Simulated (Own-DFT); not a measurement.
# Computed records: Hf$_{36}$O$_{71}$ (tetragonal hafnia with one neutral oxygen vacancy, atoms displaced)

Computed with Own-DFT development build. A calculation, not a measurement: plane-wave PBE and HSE06 DFT by an unreviewed code, no spin, of a simulated cell at Gamma alone, so results move with cell size and shape, stress positive in tension, energies less offsets, not probed for a lower state with spin; hafnium file: forces about 75 meV/angstrom off all-electron values; oxygen file: force components 24 meV/angstrom off all-electron in a glass; k mesh not checked against a denser one; forces and stress are PBE's, HSE06 gives the energy alone, and its difference from PBE has offsets of its own; offsets are fitted by least squares, one for each functional and potential file, so energies compare only between cells with the same atoms and settings and are not formation energies; the far tail of each file's local potential was reset to the Coulomb form; each entry is a single point on an unrelaxed cell, so the pressure reflects the starting lattice, taken from the Materials Project, from which strain is counted, and rises with the displacements; printed positions are rounded, which can move forces by about a meV/angstrom; the program is a retired in-house code; no spin-orbit coupling.

Common to all runs: first functional PBE; second functional HSE06; exact exchange share 0.25; screening 0.11 1/bohr; exchange divergence Gygi-Baldereschi; potential files PseudoDojo norm-conserving, scalar-relativistic, made for PBE, standard set; wave cutoff 48 hartree; occupations fixed; k mesh 1 x 1 x 1 centred on Gamma.

(1) Hf$_{36}$O$_{71}$ (tetragonal hafnia with one neutral oxygen vacancy, atoms displaced)

```xyz
107
Lattice="10.7800 0.0000 0.0000 0.0000 10.7800 0.0000 0.0000 0.0000 10.4493" Properties=species:S:1:pos:R:3 Hf36O71
Hf    10.7553    10.6613     0.0048
Hf     1.7354     1.8075     2.6343
O     10.7728     1.8101     1.5499
O      1.7846     0.1164     3.6458
O      0.0116     1.8066     4.4499
O      1.8426     0.0053     1.1504
Hf    10.6886    10.7438     5.2911
Hf     1.7498     1.8057     7.9977
O      0.0335     1.7846     6.8284
O      1.8549     0.0223     8.9516
O     10.7298     1.7457     9.4747
O      1.7752     0.1874     6.2383
Hf    10.7733     3.4662     0.0845
Hf     1.8091     5.3266     2.5876
O      0.0791     5.3606     1.5398
O      1.9076     3.5869     3.6251
O      0.0309     5.5130     4.1864
O      1.9362     3.5925     0.7960
Hf     0.0848     3.5966     5.1992
Hf     1.8601     5.4873     7.7949
O     10.5846     5.5272     6.7536
O      1.8285     3.5962     8.8665
O      0.1153     5.5258     9.3001
O      1.9499     3.5951     6.1110
Hf    10.7672     7.2065     0.0568
Hf     1.6581     9.0673     2.6536
O      0.0110     8.8191     1.4969
O      1.7221     7.2465     3.5723
O      0.0690     9.0160     4.1174
O      1.7802     7.1291     0.9775
Hf    10.7026     7.1753     5.1843
Hf     1.9009     8.8325     7.8585
O     10.6996     8.8824     6.8290
O      1.7421     7.2357     8.7987
O     10.6882     9.0433     9.4810
O      1.6822     7.1332     6.3940
Hf     3.6690    10.6555    10.4092
Hf     5.3796     1.7960     2.7735
O      3.5742     1.8726     1.5419
O      5.3031     0.0310     3.6336
O      3.6350     1.7715     4.3923
O      5.4108     0.0195     0.8825
Hf     3.5140     0.2009     5.1758
Hf     5.2237     1.7442     7.7828
O      3.6292     1.8487     6.8485
O      5.4571    10.7194     8.8702
O      3.6016     1.9318     9.5325
O      5.4128     0.0009     6.3624
Hf     3.5990     3.3629    10.4224
Hf     5.4165     5.2484     2.5982
O      3.6096     5.2784     1.6239
O      5.3216     3.6222     3.5954
O      3.5305     5.4270     4.1834
O      5.2198     3.6008     1.0496
Hf     3.4552     3.6619     5.1798
Hf     5.4242     5.3959     7.8423
O      3.4636     5.4551     6.9396
O      5.5710     3.6238     8.9444
O      3.5716     5.4339     9.4282
O      5.2451     3.2943     6.2292
Hf     3.7571     7.0544     0.0913
Hf     5.4787     9.1332     2.6342
O      3.7396     9.0479     1.5258
O      5.4239     7.0874     3.5330
O      3.5954     9.0060     4.2580
O      5.4535     7.2509     1.0106
Hf     3.7237     7.1993     5.2696
Hf     5.4453     8.9125     7.8958
O      5.3931     7.2326     8.8150
O      3.5723     9.0203     9.4252
O      5.4831     7.2473     6.2494
Hf     7.2311     0.0127    10.4102
Hf     9.1884     1.7059     2.6043
O      7.2801     1.8839     1.5052
O      9.1131    10.6639     3.6201
O      7.2727     1.7443     4.0521
O      9.0331     0.0961     1.0715
Hf     7.3933     0.0129     5.2560
Hf     9.0996     1.8375     7.8223
O      7.2812     1.8438     6.8858
O      8.9087     0.0738     8.9601
O      7.2305     1.8031     9.4678
O      8.9425     0.1281     6.3028
Hf     7.2631     3.6214     0.0807
Hf     9.0519     5.4174     2.6486
O      7.2712     5.2691     1.6748
O      8.9011     3.5781     3.6001
O      7.2241     5.3799     4.2059
O      8.9239     3.7207     0.9924
Hf     7.1888     3.6271     5.1641
Hf     9.0201     5.3425     7.7975
O      7.2876     5.2982     6.8417
O      9.0379     3.5142     8.8380
O      7.3145     5.3318     9.4180
O      8.9592     3.4978     6.1777
Hf     7.2813     7.1002     0.0003
Hf     9.0250     9.0387     2.5489
O      7.2115     8.9904     1.6077
O      8.9677     7.1798     3.6810
O      7.1438     9.0102     4.3660
O      8.9326     7.2619     1.0910
Hf     7.1346     7.0983     5.2608
Hf     9.0983     9.0339     7.7679
O      7.2850     8.9525     6.8554
O      9.0121     7.0429     8.8481
O      7.2486     8.8970     9.3235
O      9.0241     7.1294     6.1331
```

* PBE energy of cell above offsets: -84.940 eV
* HSE06 less PBE above offsets: 0.626 eV
* PBE pressure: 6.9 GPa
* PBE stress xx: -6.77 GPa
* PBE stress yy: -7.04 GPa
* PBE stress zz: -6.89 GPa
* PBE stress yz: -1.68 GPa
* PBE stress xz: 0.92 GPa
* PBE stress xy: -0.06 GPa

Force:
| element | x (eV/Å) | y (eV/Å) | z (eV/Å) |
| --- | --- | --- | --- |
| Hf | 1.226 | 1.941 | -0.128 |
| Hf | 2.843 | -0.803 | -2.211 |
| O | 2.145 | 1.078 | 0.241 |
| O | -0.153 | -0.459 | 0.589 |
| O | -0.392 | -0.561 | -3.276 |
| O | -1.414 | -0.287 | -0.698 |
| Hf | 2.721 | -0.291 | 0.47 |
| Hf | 0.52 | -0.798 | -1.161 |
| O | 1.061 | 0.731 | 0.434 |
| O | -0.347 | -0.359 | -0.37 |
| O | 0.964 | -0.339 | -0.052 |
| O | -0.547 | -1.323 | -0.096 |
| Hf | 0.267 | 3.066 | -2.424 |
| Hf | 1.301 | 3.359 | -0.82 |
| O | -1.287 | -0.523 | 0.459 |
| O | -1.361 | -0.906 | -0.375 |
| O | 0.177 | -3.724 | -0.948 |
| O | -5.546 | -0.015 | 3.699 |
| Hf | -2.108 | 2.062 | 1.729 |
| Hf | -5.25 | -0.245 | 3.518 |
| O | 4.152 | -1.928 | -1.53 |
| O | -0.759 | -0.187 | -1.594 |
| O | -0.466 | -2.009 | 1.684 |
| O | -6.631 | 0.177 | 3.464 |
| Hf | 0.465 | -1.998 | -1.91 |
| Hf | 2.981 | -1.413 | -0.243 |
| O | -0.566 | 1.837 | 0.954 |
| O | 0.437 | -0.68 | -0.193 |
| O | -0.246 | 0.627 | 0.631 |
| O | 1.384 | 0.264 | -0.077 |
| Hf | 1.602 | 0.782 | 0.513 |
| Hf | 0.691 | 1.757 | -1.121 |
| O | 3.132 | 1.565 | -1.837 |
| O | 0.36 | -0.278 | 1.748 |
| O | -0.147 | -1.769 | -1.382 |
| O | 1.299 | 0.91 | -2.021 |
| Hf | -0.878 | 1.059 | 1.479 |
| Hf | 1.197 | 0.913 | -3.773 |
| O | -0.467 | -1.153 | 2.974 |
| O | 0.051 | 0.428 | 0.467 |
| O | 0.314 | 5.672 | -4.645 |
| O | 0.982 | 0.242 | 2.035 |
| Hf | 0.999 | -7.291 | 4.316 |
| Hf | 5.488 | 0.334 | 1.436 |
| O | -4.619 | -1.15 | 0.065 |
| O | -0.846 | 0.335 | 0.259 |
| O | 0.456 | -10.83 | -6.876 |
| O | -0.371 | -0.014 | -1.602 |
| Hf | 2.552 | 10.6 | 3.361 |
| Hf | -0.435 | 2.151 | -1.778 |
| O | -0.35 | 1.953 | 0.314 |
| O | 0.56 | -1.678 | 2.094 |
| O | 0.025 | 0.23 | 0.924 |
| O | 4.022 | 0.198 | 0.932 |
| Hf | 6.367 | 0.344 | -1.378 |
| Hf | -0.14 | -1.791 | 1.957 |
| O | 6.277 | -0.247 | -3.292 |
| O | -1.368 | 0.563 | -1.947 |
| O | 0.488 | -0.504 | -0.43 |
| O | 1.751 | 2.78 | -1.061 |
| Hf | -2.247 | 0.845 | -0.036 |
| Hf | -1.481 | -2.734 | -0.555 |
| O | -1.208 | 0.005 | 0.931 |
| O | -0.01 | 1.389 | 1.339 |
| O | -0.082 | -0.175 | 0.791 |
| O | 1.289 | -1.066 | -0.285 |
| Hf | -2.164 | 1.378 | -1.311 |
| Hf | 0.651 | 2.889 | -1.412 |
| O | -0.095 | -2.888 | 1.026 |
| O | -0.069 | -2.56 | -1.369 |
| O | -1.745 | -0.66 | 0.958 |
| Hf | -0.421 | 1.108 | -1.39 |
| Hf | -6.062 | 1.246 | 0.846 |
| O | -0.316 | -0.682 | 2.003 |
| O | -0.034 | 2.363 | 1.497 |
| O | -0.603 | -0.169 | 1.341 |
| O | 0.354 | -1.046 | 0.874 |
| Hf | -5.457 | 0.591 | 0.208 |
| Hf | -3.252 | -0.099 | 1.068 |
| O | -1.329 | -0.337 | -0.852 |
| O | 1.25 | -1.396 | -1.283 |
| O | -0.084 | -0.14 | 0.609 |
| O | 3.218 | -1.143 | 0.86 |
| Hf | -3.722 | -2.339 | -1.73 |
| Hf | -0.269 | -0.325 | -0.286 |
| O | -1.166 | 0.811 | -0.527 |
| O | 1.551 | -0.061 | -0.309 |
| O | -0.328 | -0.41 | 0.185 |
| O | 4.482 | -0.507 | 1.032 |
| Hf | 0.256 | -2.246 | 1.572 |
| Hf | 0.02 | -0.359 | 2.457 |
| O | -3.138 | 0.282 | -1.382 |
| O | 0.805 | 1.594 | 0.623 |
| O | -0.916 | 1.404 | 0.474 |
| O | 1.667 | 0.369 | -0.624 |
| Hf | -0.495 | 0.916 | -1.316 |
| Hf | -0.935 | -3.242 | -0.249 |
| O | 0.669 | 0.931 | 0.32 |
| O | 0.175 | 1.167 | -1.142 |
| O | 0.01 | -0.112 | -1.39 |
| O | 0.987 | -0.866 | 0.01 |
| Hf | 2.825 | 1.584 | -1.431 |
| Hf | -4.34 | -1.214 | 3.791 |
| O | -0.007 | 0.171 | -0.372 |
| O | -0.101 | 2.528 | 0.055 |
| O | -0.066 | 0.056 | 1.883 |
| O | -2.642 | 0.753 | 1 |

(2) Hf$_{36}$O$_{71}$ (tetragonal hafnia with one neutral oxygen vacancy, atoms displaced)

```xyz
107
Lattice="10.7800 0.0000 0.0000 0.0000 10.7800 0.0000 0.0000 0.0000 10.4493" Properties=species:S:1:pos:R:3 Hf36O71
Hf     0.0882     0.0654     0.0140
Hf     1.7622     1.7664     2.6039
O      0.0845     1.7462     1.5571
O      1.7468    10.7653     3.6607
O      0.0209     1.8090     4.2871
O      1.7484     0.0061     1.0752
Hf     0.0617     0.0275     5.2437
Hf     1.8695     1.8374     7.8508
O      0.0064     1.7509     6.8057
O      1.8064    10.7427     8.8359
O     10.7447     1.8320     9.3867
O      1.8674    10.6700     6.1742
Hf     0.0565     3.6402    10.3671
Hf     1.8154     5.3266     2.6033
O      0.0212     5.3907     1.5853
O      1.9098     3.5896     3.5756
O     10.7434     5.3141     4.2457
O      1.8257     3.6279     1.0277
Hf    10.6890     3.6015     5.2429
Hf     1.7669     5.4004     7.8726
O     10.7234     5.4751     6.8691
O      1.7945     3.4749     8.8068
O     10.7347     5.3240     9.4256
O      1.8285     3.6194     6.1946
Hf    10.6813     7.1638     0.0087
Hf     1.7594     9.0517     2.6442
O     10.7529     9.0315     1.5162
O      1.7803     7.1989     3.5753
O      0.1391     8.9645     4.1964
O      1.8455     7.1336     1.0722
Hf     0.0023     7.1650     5.2688
Hf     1.7466     8.9630     7.9256
O     10.7436     9.0004     6.8259
O      1.7644     7.2153     8.8155
O      0.0837     8.9743     9.3582
O      1.8122     7.1915     6.2761
Hf     3.4946     0.0336    10.3244
Hf     5.4360     1.8927     2.6691
O      3.5949     1.8094     1.5647
O      5.4137     0.0602     3.6220
O      3.5407     1.6822     4.2625
Hf     3.5139    10.7169     5.1949
Hf     5.4037     1.8381     7.8027
O      3.5652     1.7518     6.7698
O      5.4140     0.0044     8.8895
O      3.6117     1.7638     9.4525
O      5.4256    10.7526     6.3332
Hf     3.6070     3.5428    10.4440
Hf     5.3914     5.3609     2.6038
O      3.5897     5.3857     1.5778
O      5.3886     3.6004     3.6325
O      3.5548     5.4350     4.1329
O      5.4542     3.6552     1.0432
Hf     3.6406     3.5608     5.2113
Hf     5.3630     5.3557     7.8087
O      3.6559     5.3497     6.9032
O      5.3207     3.5973     8.8279
O      3.6741     5.3321     9.3920
O      5.4284     3.5598     6.2405
Hf     3.6584     7.2557     0.0555
Hf     5.3200     9.0060     2.5728
O      3.5967     9.0120     1.5609
O      5.4417     7.2336     3.6349
O      3.5768     8.9834     4.1974
O      5.3697     7.1958     1.0582
Hf     3.5700     7.0601     5.1577
Hf     5.4898     9.0202     7.8167
O      3.5435     8.8991     6.9409
O      5.4149     7.2155     8.8937
O      3.5653     8.9724     9.4841
O      5.4597     7.2002     6.2557
Hf     7.2148     0.0421     0.0076
Hf     8.9235     1.7142     2.6228
O      7.1718     1.8328     1.5562
O      9.0265    10.7331     3.6716
O      7.1741     1.8361     4.1941
O      9.0250    10.7789     1.1142
Hf     7.1011     0.0001     5.2240
Hf     8.9762     1.7726     7.8518
O      7.2498     1.8215     6.8056
O      9.0300     0.1090     8.8380
O      7.2417     1.7265     9.4573
O      8.9629     0.0654     6.3224
Hf     7.1415     3.4072     0.0880
Hf     8.9566     5.3914     2.6075
O      7.1988     5.3403     1.6152
O      9.0049     3.5724     3.6416
O      7.1986     5.3895     4.1675
O      9.0273     3.7023     1.0187
Hf     7.2344     3.6115     5.2047
Hf     9.0051     5.3912     7.8995
O      7.2225     5.3564     6.8269
O      9.0123     3.6130     8.8582
O      7.3174     5.4653     9.3905
O      8.9757     3.6150     6.3091
Hf     7.1612     7.2812     0.0113
Hf     9.1544     8.8929     2.6493
O      7.2686     9.0180     1.6399
O      9.0123     7.1167     3.5713
O      7.1325     9.0123     4.2035
O      9.0634     7.2403     1.0737
Hf     7.2369     7.2604     5.1842
Hf     8.9580     8.9596     7.8058
O      7.2108     8.9870     6.7408
O      9.0335     7.1526     8.8077
O      7.1454     9.0206     9.3804
O      8.9782     7.0635     6.2756
```

* PBE energy of cell above offsets: -96.575 eV
* HSE06 less PBE above offsets: 0.055 eV
* PBE pressure: 2.37 GPa
* PBE stress xx: -0.81 GPa
* PBE stress yy: -3.68 GPa
* PBE stress zz: -2.64 GPa
* PBE stress yz: 0.29 GPa
* PBE stress xz: 0.58 GPa
* PBE stress xy: 0.17 GPa

Force:
| element | x (eV/Å) | y (eV/Å) | z (eV/Å) |
| --- | --- | --- | --- |
| Hf | -2.297 | -0.336 | -0.793 |
| Hf | 0.983 | 0.782 | 0.373 |
| O | -1.686 | 0.355 | 0.459 |
| O | 0.125 | 0.821 | -0.078 |
| O | 0.146 | 0.103 | -1.248 |
| O | 1.605 | -0.163 | -0.254 |
| Hf | -1.446 | -0.086 | 0.941 |
| Hf | -1.76 | -1.875 | -1.861 |
| O | 1.142 | 0.094 | 0.34 |
| O | 0.172 | 1.943 | 0.865 |
| O | 0.794 | -0.44 | 0.724 |
| O | -1.802 | 0.295 | 1.157 |
| Hf | -1.477 | -1.519 | 1.781 |
| Hf | -0.338 | 1.467 | -0.956 |
| O | -0.265 | 0.208 | 0.119 |
| O | 0.004 | -0.978 | 0.459 |
| O | 0.449 | 1.284 | -0.149 |
| O | -0.101 | -0.181 | -0.892 |
| Hf | 0.589 | -0.597 | 0.688 |
| Hf | 0.504 | 0.579 | -0.68 |
| O | 2.201 | -0.498 | -0.414 |
| O | 0.199 | 2.833 | 1.3 |
| O | 1.069 | 1.813 | -0.554 |
| O | -0.27 | 0.204 | 0.203 |
| Hf | 2.79 | 0.295 | -0.449 |
| Hf | 0.478 | -2.032 | -0.823 |
| O | 1.488 | -0.353 | 0.205 |
| O | 0.097 | -0.52 | 0.818 |
| O | -1.165 | -0.205 | -0.028 |
| O | -0.793 | 0.576 | -1.324 |
| Hf | 0.661 | -0.547 | 0.128 |
| Hf | 0.601 | -0.46 | -1.904 |
| O | -0.155 | -0.312 | -0.642 |
| O | 0.109 | -2.195 | 0.847 |
| O | -0.963 | 0.328 | 1.444 |
| O | -0.299 | -0.925 | -0.818 |
| Hf | 1.611 | -1.807 | 2.164 |
| Hf | -1.446 | -2.392 | -0.924 |
| O | 0.411 | -0.146 | 0.513 |
| O | 0.096 | -0.275 | -0.617 |
| O | 0.478 | 2.009 | -0.762 |
| Hf | 1.956 | -0.487 | 0.917 |
| Hf | 0.307 | -1.018 | -0.476 |
| O | 1.076 | 0.551 | 0.68 |
| O | -0.24 | 0.699 | -0.021 |
| O | -0.258 | 1.104 | -1.429 |
| O | -0.886 | 0.185 | -0.684 |
| Hf | 0.178 | 1.452 | 0.669 |
| Hf | 0.373 | 1.668 | -0.395 |
| O | 0.91 | -0.439 | 0.159 |
| O | -0.615 | 0.658 | 0.878 |
| O | 0.582 | -1.979 | 0.36 |
| O | -1.734 | -0.47 | 0.317 |
| Hf | -1.317 | -0.513 | -0.052 |
| Hf | 2.498 | 1.783 | 1.125 |
| O | -1.989 | 0.142 | -2.06 |
| O | 0.811 | -1.312 | 0.67 |
| O | -0.976 | 0.589 | 0.87 |
| O | -0.501 | -0.245 | -0.268 |
| Hf | -1.473 | -1.249 | -0.716 |
| Hf | 1.618 | 0.212 | 0.557 |
| O | -0.453 | 0.429 | 0.309 |
| O | -0.522 | -1.009 | -0.34 |
| O | 0.114 | -0.739 | -0.391 |
| O | 1.225 | 0.134 | 0.306 |
| Hf | 0.653 | 3.09 | 1.756 |
| Hf | -2.098 | -0.937 | -0.107 |
| O | 1.467 | 0.525 | -0.326 |
| O | 0.032 | -0.135 | -0.002 |
| O | -0.187 | 0.573 | -0.188 |
| O | -0.732 | -0.277 | -0.673 |
| Hf | -0.34 | -2.046 | 0.947 |
| Hf | 1.819 | -0.039 | 0.162 |
| O | 0.244 | -0.359 | 0.294 |
| O | 0.112 | 0.351 | -0.002 |
| O | 0.15 | -0.614 | -0.659 |
| O | -0.296 | 0.939 | -1.057 |
| Hf | 1.422 | -0.143 | 0.196 |
| Hf | 1.236 | 1.137 | -0.765 |
| O | -1.878 | 0.123 | 0.157 |
| O | -0.202 | -3.159 | 1.095 |
| O | -0.617 | 1.241 | -0.762 |
| O | -0.035 | -0.649 | -1.277 |
| Hf | 2.814 | 3.539 | -1.467 |
| Hf | 0.553 | -1.949 | -0.786 |
| O | -0.511 | 0.697 | -0.104 |
| O | -0.272 | -0.509 | 0.018 |
| O | -0.045 | 0.008 | 0.33 |
| O | -0.484 | -1.236 | -0.3 |
| Hf | 0.705 | 1.116 | 1.203 |
| Hf | -2.377 | -1.174 | -0.533 |
| O | -0.81 | -0.405 | -0.275 |
| O | -0.165 | -1.152 | 0.274 |
| O | -0.943 | -0.468 | 1.616 |
| O | 0.3 | -0.129 | -0.94 |
| Hf | -0.222 | -1.619 | -0.506 |
| Hf | -2.117 | 1.652 | -0.467 |
| O | -0.781 | -0.261 | -0.418 |
| O | 0.156 | 1.425 | 1.654 |
| O | 0.525 | 0.117 | 0.193 |
| O | -1.905 | -0.25 | -0.289 |
| Hf | -1.341 | -1.164 | 0.543 |
| Hf | 0.937 | 1.228 | 0.235 |
| O | 0.633 | -0.154 | 0.21 |
| O | 0.418 | 2.198 | 1.431 |
| O | 0.907 | 0.096 | 0.205 |
| O | 0.055 | 1.489 | -0.957 |
